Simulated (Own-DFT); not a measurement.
# Computed records: InAs (zincblende, strongly disordered by large displacements), GaP (zincblende, strongly disordered by large displacements)

All values are calculated (Own-DFT development build). A calculation, not a measurement: plane-wave PBE density functional theory by an unreviewed code, no spin, of a simulated periodic cell, stress positive in tension, free energy of the whole cell less one offset for each atom, forces on such cells passed a denser k mesh, this cell's mesh not checked; broken bonds can close the gap or carry spin, so checks made on this kind of crystal may not hold here; offsets are fitted by least squares, one for each functional and potential file, so energies compare only between cells with the same atoms and settings and are not formation energies; the far tail of each file's local potential was reset to the Coulomb form; each entry is a single point on an unrelaxed cell, so the pressure reflects the starting lattice, mostly measured values (interpolated for alloys), from which strain is counted, and rises with the displacements; printed positions are rounded, which can move forces by about a meV/angstrom; the program, named Own-DFT, is a retired in-house code; no spin-orbit coupling.

Common to all runs: functional PBE; potential files PseudoDojo norm-conserving, scalar-relativistic, standard set; wave cutoff 42 hartree; occupations Fermi-Dirac; smearing width 0.1 eV; k mesh 3 x 3 x 3 centred on Gamma.

(1) 
```cif
# cell vector a (Å): 12.1166 0.0000 0.0000
# cell vector b (Å): 0.0000 12.1166 0.0000
# cell vector c (Å): 0.0000 0.0000 12.1166
data_InAs
_symmetry_space_group_name_H-M 'P 1'
_symmetry_Int_Tables_number 1
_cell_length_a 12.1166
_cell_length_b 12.1166
_cell_length_c 12.1166
_cell_angle_alpha 90.000
_cell_angle_beta 90.000
_cell_angle_gamma 90.000
_cell_volume 1778.86
loop_
_atom_site_label
_atom_site_type_symbol
_atom_site_fract_x
_atom_site_fract_y
_atom_site_fract_z
_atom_site_occupancy
In1 In 0.99256 0.97012 0.98200 1
In2 In 0.00871 0.30476 0.26533 1
In3 In 0.22800 0.03017 0.24570 1
In4 In 0.30486 0.27520 0.99244 1
As1 As 0.07096 0.11091 0.16198 1
As2 As 0.15211 0.37647 0.34612 1
As3 As 0.35479 0.12245 0.39636 1
As4 As 0.30030 0.40454 0.12004 1
In5 In 0.01520 0.97853 0.51017 1
In6 In 0.00409 0.25992 0.73389 1
In7 In 0.21075 0.95761 0.74945 1
In8 In 0.27632 0.24457 0.51576 1
As5 As 0.13274 0.12419 0.60823 1
As6 As 0.12098 0.36698 0.84202 1
As7 As 0.38206 0.11228 0.85413 1
As8 As 0.36730 0.42599 0.59245 1
In9 In 0.99753 0.52454 0.01245 1
In10 In 0.99493 0.75373 0.26318 1
In11 In 0.23057 0.51287 0.24887 1
In12 In 0.31695 0.74857 0.98731 1
As9 As 0.10143 0.66571 0.14063 1
As10 As 0.10761 0.83701 0.39749 1
As11 As 0.35210 0.65584 0.35956 1
As12 As 0.36240 0.90403 0.12930 1
In13 In 0.03914 0.47037 0.50547 1
In14 In 0.95922 0.72277 0.75265 1
In15 In 0.24132 0.49458 0.77080 1
In16 In 0.22374 0.74216 0.55451 1
As13 As 0.09079 0.62526 0.59566 1
As14 As 0.09493 0.87716 0.86410 1
As15 As 0.33723 0.60645 0.87586 1
As16 As 0.35558 0.85247 0.60451 1
In17 In 0.54892 0.96587 0.99094 1
In18 In 0.45692 0.23044 0.18499 1
In19 In 0.78255 0.95266 0.29502 1
In20 In 0.76516 0.24057 0.99717 1
As17 As 0.64970 0.13743 0.09000 1
As18 As 0.57165 0.40543 0.34883 1
As19 As 0.85303 0.11885 0.37946 1
As20 As 0.89863 0.36168 0.13239 1
In21 In 0.49084 0.99564 0.50856 1
In22 In 0.45666 0.25338 0.76721 1
In23 In 0.72056 0.99410 0.81099 1
In24 In 0.73511 0.26255 0.49128 1
As21 As 0.64470 0.15319 0.60486 1
As22 As 0.64545 0.35974 0.84475 1
As23 As 0.93660 0.13000 0.84161 1
As24 As 0.83453 0.40476 0.58867 1
In25 In 0.49022 0.48509 0.04842 1
In26 In 0.47893 0.75435 0.27446 1
In27 In 0.77203 0.51961 0.25572 1
In28 In 0.77676 0.69664 0.01569 1
As25 As 0.58623 0.62214 0.11936 1
As26 As 0.64243 0.88985 0.39226 1
As27 As 0.88906 0.63320 0.36631 1
As28 As 0.83600 0.86707 0.09773 1
In29 In 0.53962 0.46862 0.55344 1
In30 In 0.51611 0.73148 0.75990 1
In31 In 0.72613 0.55544 0.75694 1
In32 In 0.77621 0.73256 0.50767 1
As29 As 0.61176 0.61888 0.62265 1
As30 As 0.61864 0.85387 0.86594 1
As31 As 0.91386 0.65015 0.91119 1
As32 As 0.85545 0.87916 0.58021 1
_calc_hardware 'one NVIDIA H200'
_calc_free_energy_of_cell_above_offsets '26.884'  # eV
_calc_pressure 13.27  # GPa
_calc_stress_xx -12.3  # GPa
_calc_stress_yy -15.12  # GPa
_calc_stress_zz -12.38  # GPa
_calc_stress_yz -1.96  # GPa
_calc_stress_xz 2.6  # GPa
_calc_stress_xy -5.95  # GPa
_calc_wall_time 1295  # s
```

Force:
```tsv
element	x (eV/Å)	y (eV/Å)	z (eV/Å)
In	-2.747	3.547	4.485
In	-1.983	-5.477	0.947
In	0.775	-1.194	1.426
In	-1.214	-4.655	-4.688
As	-1.647	0.636	-1.602
As	2.936	-1.671	6.701
As	2.443	-2.368	-3.737
As	2.742	0.198	-0.614
In	-0.043	1.967	-0.919
In	-0.325	2.517	-5.765
In	4.155	3.527	-3.674
In	-1.28	3.056	1.584
As	-0.503	-0.034	1.248
As	-0.145	-0.189	4.365
As	-2.63	-4.585	3.251
As	-5.843	-1.851	2.328
In	3.223	-5.233	3.137
In	-2.667	3.386	-0.725
In	-0.241	8.022	1.43
In	-2.048	4.43	3.608
As	4.041	-2.62	-3.924
As	2.723	1.851	-0.051
As	-3.889	-3.464	3.368
As	1.714	-0.633	-0.632
In	-2.358	-3.238	-1.968
In	1.787	3.563	-6.555
In	-1.335	-1.042	-5.586
In	0.019	-1.024	-3.837
As	-2.499	-0.403	4.613
As	0.567	-6.387	-0.262
As	5.261	-0.048	0.219
As	5.052	3.796	3.456
In	-3.671	4.417	5.012
In	0.601	-0.273	1.423
In	3.253	1.274	-4.472
In	4.36	3.294	-3.996
As	-4.228	-4.275	3.754
As	1.366	-0.271	-0.362
As	2.398	1.678	0.406
As	-4.317	2.782	-4.484
In	0.812	1.026	0.085
In	3.465	4.68	-3.717
In	4.788	5.73	-3.646
In	1.129	2.292	-4.802
As	-4.298	-4.507	4.881
As	-0.498	0.783	0.662
As	-4.391	-4.216	4.246
As	2.459	1.397	1.608
In	-2.303	-4.317	-3.34
In	4.223	3.674	-2.677
In	-2.457	-2.112	-1.166
In	-7.015	0.442	3.461
As	4.078	4.563	2.308
As	-5.441	-3.628	2.421
As	-0.57	-2.198	2.586
As	0.819	2.255	1.701
In	2.487	-3.934	-4.362
In	-4.246	-0.875	-1.101
In	3.378	-3.046	3.527
In	-3.292	-3.857	-2.12
As	1.054	6.531	-2.087
As	1.056	-6.408	-0.275
As	0.147	-0.97	-2.397
As	0.815	3.689	5.293
```

(2) 
```cif
# cell vector a (Å): 10.9010 0.0000 0.0000
# cell vector b (Å): 0.0000 10.9010 0.0000
# cell vector c (Å): 0.0000 0.0000 10.9010
data_GaP
_symmetry_space_group_name_H-M 'P 1'
_symmetry_Int_Tables_number 1
_cell_length_a 10.9010
_cell_length_b 10.9010
_cell_length_c 10.9010
_cell_angle_alpha 90.000
_cell_angle_beta 90.000
_cell_angle_gamma 90.000
_cell_volume 1295.39
loop_
_atom_site_label
_atom_site_type_symbol
_atom_site_fract_x
_atom_site_fract_y
_atom_site_fract_z
_atom_site_occupancy
Ga1 Ga 0.97224 0.97979 0.00519 1
Ga2 Ga 0.97107 0.26900 0.26269 1
Ga3 Ga 0.26104 0.01466 0.24403 1
Ga4 Ga 0.24298 0.25488 0.01806 1
P1 P 0.13574 0.11155 0.14260 1
P2 P 0.12255 0.35280 0.39226 1
P3 P 0.33748 0.11468 0.37355 1
P4 P 0.38955 0.37356 0.13072 1
Ga5 Ga 0.01717 0.99417 0.47788 1
Ga6 Ga 0.02808 0.23515 0.73765 1
Ga7 Ga 0.25422 0.95921 0.75266 1
Ga8 Ga 0.20939 0.24584 0.49303 1
P5 P 0.13763 0.07944 0.61846 1
P6 P 0.11130 0.36271 0.87688 1
P7 P 0.36880 0.12647 0.85471 1
P8 P 0.36735 0.38756 0.60215 1
Ga9 Ga 0.99266 0.48016 0.00485 1
Ga10 Ga 0.01300 0.76576 0.26638 1
Ga11 Ga 0.26697 0.48234 0.25151 1
Ga12 Ga 0.22363 0.77221 0.99906 1
P9 P 0.13345 0.66729 0.09867 1
P10 P 0.12698 0.86690 0.38835 1
P11 P 0.37806 0.66167 0.39073 1
P12 P 0.37144 0.88111 0.12635 1
Ga13 Ga 0.00003 0.50105 0.49695 1
Ga14 Ga 0.99308 0.77681 0.74593 1
Ga15 Ga 0.26912 0.50367 0.75814 1
Ga16 Ga 0.22958 0.73390 0.50785 1
P13 P 0.11439 0.62749 0.61121 1
P14 P 0.09857 0.83620 0.87083 1
P15 P 0.36972 0.57798 0.88628 1
P16 P 0.39308 0.87522 0.65045 1
Ga17 Ga 0.50791 0.00500 0.02286 1
Ga18 Ga 0.51207 0.24795 0.27097 1
Ga19 Ga 0.75652 0.98488 0.26545 1
Ga20 Ga 0.73929 0.25650 0.99026 1
P17 P 0.59022 0.11810 0.12082 1
P18 P 0.58615 0.37570 0.36057 1
P19 P 0.89997 0.08172 0.39576 1
P20 P 0.84836 0.37299 0.14238 1
Ga21 Ga 0.47267 0.00513 0.51343 1
Ga22 Ga 0.49340 0.25569 0.76037 1
Ga23 Ga 0.76056 0.98352 0.74855 1
Ga24 Ga 0.77532 0.24232 0.50903 1
P21 P 0.64943 0.08651 0.61438 1
P22 P 0.63213 0.34891 0.86788 1
P23 P 0.86929 0.14104 0.84633 1
P24 P 0.85136 0.37717 0.61880 1
Ga25 Ga 0.48517 0.50899 0.00648 1
Ga26 Ga 0.50370 0.75718 0.25617 1
Ga27 Ga 0.73949 0.49959 0.23568 1
Ga28 Ga 0.75316 0.73690 0.96667 1
P25 P 0.61337 0.62370 0.12024 1
P26 P 0.60520 0.89946 0.37903 1
P27 P 0.88562 0.64593 0.36848 1
P28 P 0.88618 0.87486 0.12978 1
Ga29 Ga 0.52268 0.49555 0.51064 1
Ga30 Ga 0.49494 0.70558 0.72794 1
Ga31 Ga 0.76339 0.50716 0.75355 1
Ga32 Ga 0.74334 0.79387 0.45759 1
P29 P 0.61716 0.63864 0.61166 1
P30 P 0.63489 0.86465 0.90481 1
P31 P 0.89890 0.59719 0.88454 1
P32 P 0.86353 0.89914 0.63662 1
_calc_hardware 'one NVIDIA H100'
_calc_free_energy_of_cell_above_offsets '5.993'  # eV
_calc_pressure 12.37  # GPa
_calc_stress_xx -12.31  # GPa
_calc_stress_yy -11.33  # GPa
_calc_stress_zz -13.48  # GPa
_calc_stress_yz -0.78  # GPa
_calc_stress_xz -3.92  # GPa
_calc_stress_xy 0.96  # GPa
_calc_wall_time 548.2  # s
```

Force:
```tsv
element	x (eV/Å)	y (eV/Å)	z (eV/Å)
Ga	3.058	4.375	-3.75
Ga	1.958	-2.961	0.937
Ga	-0.785	-5.41	-1.581
Ga	0.492	-0.895	-0.935
P	-4.321	2.785	-3.192
P	-5.597	7.84	-6.97
P	4.712	3.95	4.709
P	-0.632	-1.566	-0.298
Ga	5.234	-4.385	7.088
Ga	-1.166	-0.695	-0.648
Ga	-1.956	1.978	2.17
Ga	6.48	-6.592	6.459
P	0.028	2.556	0.942
P	1.85	0.672	0.183
P	-0.934	-1.184	2.389
P	-0.337	-1.549	1.327
Ga	1.559	-0.699	2.335
Ga	-0.086	-0.874	-3.053
Ga	-0.815	2.322	1.178
Ga	8.231	4.106	-3.307
P	-6.206	-9.084	7.939
P	3.241	0.061	-1.197
P	0.538	-3.267	-0.692
P	-0.043	-0.855	-0.682
Ga	-1.229	-0.581	-0.159
Ga	-4.668	-4.779	-6.459
Ga	-4.845	-3.286	-4.996
Ga	2.779	2.625	-0.928
P	-1.332	-1.674	4.495
P	4.118	6.244	3.558
P	-0.046	7.373	-0.273
P	0.366	-2.96	-1.465
Ga	-5.282	-6.242	-6.857
Ga	-5.223	-6.979	-4.626
Ga	-0.036	1.234	-1.632
Ga	1.956	-3.213	2.614
P	7.482	7.084	6.159
P	6.739	5.798	4.365
P	-8.975	8.761	-6.598
P	1.804	-1.428	-3.002
Ga	0.575	1.277	-0.443
Ga	-0.514	-0.724	-2.812
Ga	-5.338	3.47	6.95
Ga	-2.428	-3.395	-1.982
P	-2.29	2.83	-0.839
P	-1.654	5.028	-1.425
P	0.351	-1.209	2.347
P	3.821	1.833	0.975
Ga	4.272	-3.089	2.652
Ga	-0.338	0.087	-1.078
Ga	-1.941	2.478	2.64
Ga	2.771	-3.09	3.13
P	1.086	1.173	0.003
P	-2.162	0.68	-1.646
P	-2.093	-1.833	0.27
P	-3.392	-3.353	3.01
Ga	-2.205	0.286	-0.743
Ga	-3.697	2.478	5.119
Ga	-1.914	-0.141	0.02
Ga	2.723	-2.8	3.334
P	6.311	-1.603	-2.444
P	-3.006	3.209	-3.428
P	-2.238	3.32	-2.456
P	5.189	-5.518	-6.702
```

(3) 
```cif
# cell vector a (Å): 12.1166 0.0000 0.0000
# cell vector b (Å): 0.0000 12.1166 0.0000
# cell vector c (Å): 0.0000 0.0000 12.1166
data_InAs
_symmetry_space_group_name_H-M 'P 1'
_symmetry_Int_Tables_number 1
_cell_length_a 12.1166
_cell_length_b 12.1166
_cell_length_c 12.1166
_cell_angle_alpha 90.000
_cell_angle_beta 90.000
_cell_angle_gamma 90.000
_cell_volume 1778.86
loop_
_atom_site_label
_atom_site_type_symbol
_atom_site_fract_x
_atom_site_fract_y
_atom_site_fract_z
_atom_site_occupancy
In1 In 0.03468 0.99120 0.01779 1
In2 In 0.01919 0.23480 0.27414 1
In3 In 0.25951 0.01396 0.25054 1
In4 In 0.27867 0.29385 0.94083 1
As1 As 0.12756 0.10087 0.15759 1
As2 As 0.13433 0.34293 0.33976 1
As3 As 0.36257 0.14195 0.36656 1
As4 As 0.41593 0.41468 0.14694 1
In5 In 0.99795 0.04375 0.49266 1
In6 In 0.96481 0.23719 0.72829 1
In7 In 0.25260 0.00790 0.73947 1
In8 In 0.19657 0.28618 0.52338 1
As5 As 0.12295 0.17372 0.67252 1
As6 As 0.16023 0.41248 0.85437 1
As7 As 0.39725 0.10600 0.82786 1
As8 As 0.38969 0.38702 0.60721 1
In9 In 0.98461 0.51759 0.98594 1
In10 In 0.94674 0.76729 0.27810 1
In11 In 0.20785 0.48513 0.28856 1
In12 In 0.19972 0.71458 0.02897 1
As9 As 0.09342 0.61228 0.11550 1
As10 As 0.08521 0.82527 0.36007 1
As11 As 0.32498 0.59347 0.35019 1
As12 As 0.38213 0.84613 0.15564 1
In13 In 0.00240 0.49998 0.51634 1
In14 In 0.01338 0.79162 0.76984 1
In15 In 0.23180 0.54315 0.75572 1
In16 In 0.26553 0.72446 0.50400 1
As13 As 0.13264 0.69034 0.65769 1
As14 As 0.12165 0.80907 0.90108 1
As15 As 0.36865 0.60982 0.83757 1
As16 As 0.33042 0.86386 0.58457 1
In17 In 0.55729 0.98110 0.99571 1
In18 In 0.53186 0.24677 0.29256 1
In19 In 0.75441 0.04252 0.21967 1
In20 In 0.74896 0.25425 0.96711 1
As17 As 0.61409 0.12088 0.17086 1
As18 As 0.61331 0.36228 0.41764 1
As19 As 0.83536 0.12023 0.34875 1
As20 As 0.90343 0.36727 0.07242 1
In21 In 0.46000 0.94267 0.50210 1
In22 In 0.50011 0.30270 0.73847 1
In23 In 0.76453 0.95627 0.74742 1
In24 In 0.76282 0.25113 0.51959 1
As21 As 0.61994 0.08046 0.60611 1
As22 As 0.65656 0.33158 0.84888 1
As23 As 0.84024 0.09563 0.88082 1
As24 As 0.91980 0.38196 0.64911 1
In25 In 0.49678 0.50466 0.02603 1
In26 In 0.50864 0.77121 0.23965 1
In27 In 0.80108 0.52368 0.24974 1
In28 In 0.72113 0.73649 0.03048 1
As25 As 0.65532 0.63308 0.14976 1
As26 As 0.57832 0.83480 0.38018 1
As27 As 0.83918 0.62406 0.38287 1
As28 As 0.90106 0.87088 0.12359 1
In29 In 0.51254 0.49995 0.56969 1
In30 In 0.48682 0.77249 0.75435 1
In31 In 0.72391 0.47264 0.75418 1
In32 In 0.73707 0.76699 0.52677 1
As29 As 0.65992 0.62410 0.59725 1
As30 As 0.62683 0.84988 0.83999 1
As31 As 0.85619 0.62720 0.85623 1
As32 As 0.89004 0.85357 0.59881 1
_calc_hardware 'one NVIDIA H200'
_calc_free_energy_of_cell_above_offsets '49.971'  # eV
_calc_pressure 19.12  # GPa
_calc_stress_xx -20.5  # GPa
_calc_stress_yy -18.79  # GPa
_calc_stress_zz -18.07  # GPa
_calc_stress_yz 2.98  # GPa
_calc_stress_xz -5.3  # GPa
_calc_stress_xy -6.94  # GPa
_calc_wall_time 1460  # s
```

Force:
```tsv
element	x (eV/Å)	y (eV/Å)	z (eV/Å)
In	-0.704	-0.357	-1.895
In	-8.152	-5.979	-4.326
In	3.042	-3.839	1.737
In	3.059	-2.876	2.279
As	-2.169	3	-3.049
As	0.543	-2.664	6.383
As	0.063	0.192	2.399
As	-5.23	-6.22	6.594
In	0.054	-1.218	-0.293
In	-3.39	-6.548	7.452
In	-1.849	-1.591	-0.697
In	2.19	0.039	-0.203
As	5.113	-4.114	-1.272
As	-6.15	-3.194	2.081
As	2.242	2.001	2.156
As	-9.375	-4.958	0.279
In	0.062	0.928	-3.591
In	-5.94	-4.182	-2.798
In	-1.53	4.157	-7.449
In	10.46	2.175	0.443
As	-4.338	-5.022	7.915
As	9.13	4.535	5.585
As	7.818	6.407	3.65
As	-8.763	4.983	-6.912
In	1.34	2.669	-1.918
In	-8.941	-0.428	-5.58
In	-3.655	0.083	-7.29
In	-3.656	-6.892	-5.504
As	0.031	-2.829	-2.882
As	3.281	7.266	2.172
As	8.406	4.142	5.727
As	-2.896	3.331	9.324
In	-1.59	0.614	0.516
In	-3.08	0.245	-0.924
In	5.575	-10.66	-4.17
In	5.368	-4.062	9.045
As	-8.177	3.335	-6.832
As	2.229	3.197	1.626
As	6.043	5.251	8.394
As	-1.621	-2.828	3.212
In	6.776	6.638	-4.073
In	-0.705	-3.744	0.686
In	0.454	1.489	-2.467
In	-0.357	-0.752	0.201
As	0.166	0.376	0.697
As	-6.856	2.091	-3.586
As	2.993	-0.736	-0.069
As	-5.241	6.888	-3.109
In	4.41	5.376	-7.258
In	3.247	-8.947	-2.879
In	-1.773	-7.568	-7.755
In	5.247	6.066	-8.088
As	-5.423	-5.879	5.632
As	6.306	3.572	8.403
As	2.701	4.314	8.315
As	-3.611	1.382	-2.279
In	5.138	5.642	-3.817
In	-4.717	-3.133	-3.075
In	3.188	5.297	-2.548
In	-0.129	4.446	-4.584
As	-2.692	-5.011	4.412
As	3.177	0.706	4.395
As	-0.404	0.545	0.109
As	3.262	2.853	1.351
```

(4) 
```cif
# cell vector a (Å): 10.9010 0.0000 0.0000
# cell vector b (Å): 0.0000 10.9010 0.0000
# cell vector c (Å): 0.0000 0.0000 10.9010
data_GaP
_symmetry_space_group_name_H-M 'P 1'
_symmetry_Int_Tables_number 1
_cell_length_a 10.9010
_cell_length_b 10.9010
_cell_length_c 10.9010
_cell_angle_alpha 90.000
_cell_angle_beta 90.000
_cell_angle_gamma 90.000
_cell_volume 1295.39
loop_
_atom_site_label
_atom_site_type_symbol
_atom_site_fract_x
_atom_site_fract_y
_atom_site_fract_z
_atom_site_occupancy
Ga1 Ga 0.01961 0.99056 0.99892 1
Ga2 Ga 0.00055 0.28544 0.26048 1
Ga3 Ga 0.25449 0.98539 0.28111 1
Ga4 Ga 0.25944 0.25586 0.99549 1
P1 P 0.12966 0.14107 0.14543 1
P2 P 0.13365 0.36453 0.36363 1
P3 P 0.37310 0.09411 0.38322 1
P4 P 0.38995 0.38733 0.10439 1
Ga5 Ga 0.95794 0.98437 0.47136 1
Ga6 Ga 0.99003 0.25898 0.77518 1
Ga7 Ga 0.24172 0.02417 0.74861 1
Ga8 Ga 0.24289 0.23674 0.51887 1
P5 P 0.13320 0.16247 0.65658 1
P6 P 0.11875 0.37771 0.84874 1
P7 P 0.38382 0.15444 0.88078 1
P8 P 0.38702 0.33468 0.60675 1
Ga9 Ga 0.01954 0.50976 0.00072 1
Ga10 Ga 0.99444 0.71537 0.27771 1
Ga11 Ga 0.27007 0.51056 0.24395 1
Ga12 Ga 0.23908 0.74238 0.99777 1
P9 P 0.10738 0.63025 0.13337 1
P10 P 0.13377 0.87692 0.36213 1
P11 P 0.37204 0.63116 0.34762 1
P12 P 0.37472 0.86362 0.13895 1
Ga13 Ga 0.01010 0.50188 0.48521 1
Ga14 Ga 0.99607 0.76218 0.78876 1
Ga15 Ga 0.25481 0.50022 0.75766 1
Ga16 Ga 0.25366 0.71356 0.49451 1
P13 P 0.12590 0.63388 0.65256 1
P14 P 0.17496 0.88633 0.87093 1
P15 P 0.36462 0.61393 0.86195 1
P16 P 0.38647 0.88311 0.62729 1
Ga17 Ga 0.49062 0.01263 0.97344 1
Ga18 Ga 0.51422 0.23843 0.26728 1
Ga19 Ga 0.76032 0.01737 0.26619 1
Ga20 Ga 0.76497 0.27768 0.00849 1
P17 P 0.61357 0.11916 0.12966 1
P18 P 0.63522 0.38401 0.38551 1
P19 P 0.84671 0.12553 0.38341 1
P20 P 0.89171 0.35052 0.11591 1
Ga21 Ga 0.52798 0.97579 0.50305 1
Ga22 Ga 0.52897 0.25145 0.75391 1
Ga23 Ga 0.73791 0.01243 0.77017 1
Ga24 Ga 0.72772 0.26308 0.48069 1
P21 P 0.60902 0.11596 0.62315 1
P22 P 0.61353 0.37828 0.85224 1
P23 P 0.85593 0.10466 0.86750 1
P24 P 0.87283 0.36393 0.61046 1
Ga25 Ga 0.49014 0.53227 0.96958 1
Ga26 Ga 0.48679 0.73521 0.25322 1
Ga27 Ga 0.72195 0.48865 0.21445 1
Ga28 Ga 0.75368 0.76198 0.99418 1
P25 P 0.62737 0.63249 0.15727 1
P26 P 0.64812 0.86972 0.37678 1
P27 P 0.86448 0.63501 0.37546 1
P28 P 0.90660 0.88120 0.08679 1
Ga29 Ga 0.48335 0.48749 0.50895 1
Ga30 Ga 0.50413 0.74587 0.75047 1
Ga31 Ga 0.72281 0.48219 0.75371 1
Ga32 Ga 0.73392 0.73138 0.49476 1
P29 P 0.63530 0.62935 0.63643 1
P30 P 0.62303 0.87222 0.89968 1
P31 P 0.91681 0.61890 0.89075 1
P32 P 0.85502 0.86472 0.64382 1
_calc_hardware 'one NVIDIA H100'
_calc_free_energy_of_cell_above_offsets '-1.192'  # eV
_calc_pressure 10.28  # GPa
_calc_stress_xx -10.9  # GPa
_calc_stress_yy -10.82  # GPa
_calc_stress_zz -9.11  # GPa
_calc_stress_yz 1.26  # GPa
_calc_stress_xz -2.1  # GPa
_calc_stress_xy -3.05  # GPa
_calc_wall_time 546.3  # s
```

Force:
```tsv
element	x (eV/Å)	y (eV/Å)	z (eV/Å)
Ga	3.854	4.476	-2.581
Ga	-1.349	-4.627	-0.434
Ga	1.577	2.042	-5.421
Ga	-2.26	1.246	1.776
P	0.198	-0.789	-1.107
P	3.46	2.934	3.084
P	2.531	3.226	2.19
P	0.071	0.067	1.228
Ga	2.012	-1.674	2.187
Ga	-3.614	-2.177	-2.266
Ga	2.984	0.259	-0.937
Ga	0.263	-0.562	-4.067
P	-2.956	-1.971	0.012
P	2.219	1.408	4.184
P	0.121	-1.525	-2.431
P	0.89	2.907	2.299
Ga	1.574	-4.177	1.57
Ga	3.346	4.919	-3.116
Ga	-2.746	-3.149	-3.102
Ga	1.323	-0.224	1.686
P	2.777	-0.543	0.34
P	-5.345	-4.403	3.933
P	-0.831	-2.489	6.495
P	-0.566	1.025	-1.985
Ga	-0.442	-0.015	1.477
Ga	1.674	2.538	-2.599
Ga	-1.248	-2.53	-3.598
Ga	-0.753	2.602	1.53
P	-0.263	-0.537	-2.112
P	-3.373	-0.654	0.836
P	-0.773	4.979	-0.347
P	-0.95	-1.183	-0.036
Ga	0.132	-1.029	2.967
Ga	-1.517	0.475	-0.157
Ga	-2.707	-3.776	-5.717
Ga	-5.013	-4.668	-3.861
P	1.558	0.275	-0.639
P	-4.028	3.839	-4.199
P	3.709	4.639	1.795
P	1.482	5.416	1.126
Ga	-2.079	0.153	-0.457
Ga	-3.93	-3.761	-3.093
Ga	-4.011	-3.995	-4.729
Ga	3.201	-4.278	5.295
P	2.314	1.035	0.423
P	0.044	1.052	8.056
P	5.633	5.287	4.775
P	-0.17	0.86	0.803
Ga	3.557	-3.253	4.297
Ga	3.606	4.751	-1.496
Ga	4.123	-4.475	2.525
Ga	2.412	-1.855	1.934
P	-1.411	3.522	-5.506
P	-1.307	-0.293	-1.715
P	-2.544	-4.516	1.739
P	-4.721	-3.983	5.511
Ga	0.902	1.345	-0.591
Ga	-0.647	1.43	0.252
Ga	6.128	3.136	-4.158
Ga	1.396	1.256	1.418
P	-1.931	-1.457	-0.223
P	-1.722	0.535	-2.818
P	-6.503	0.667	-1.681
P	0.641	0.267	-0.562
```
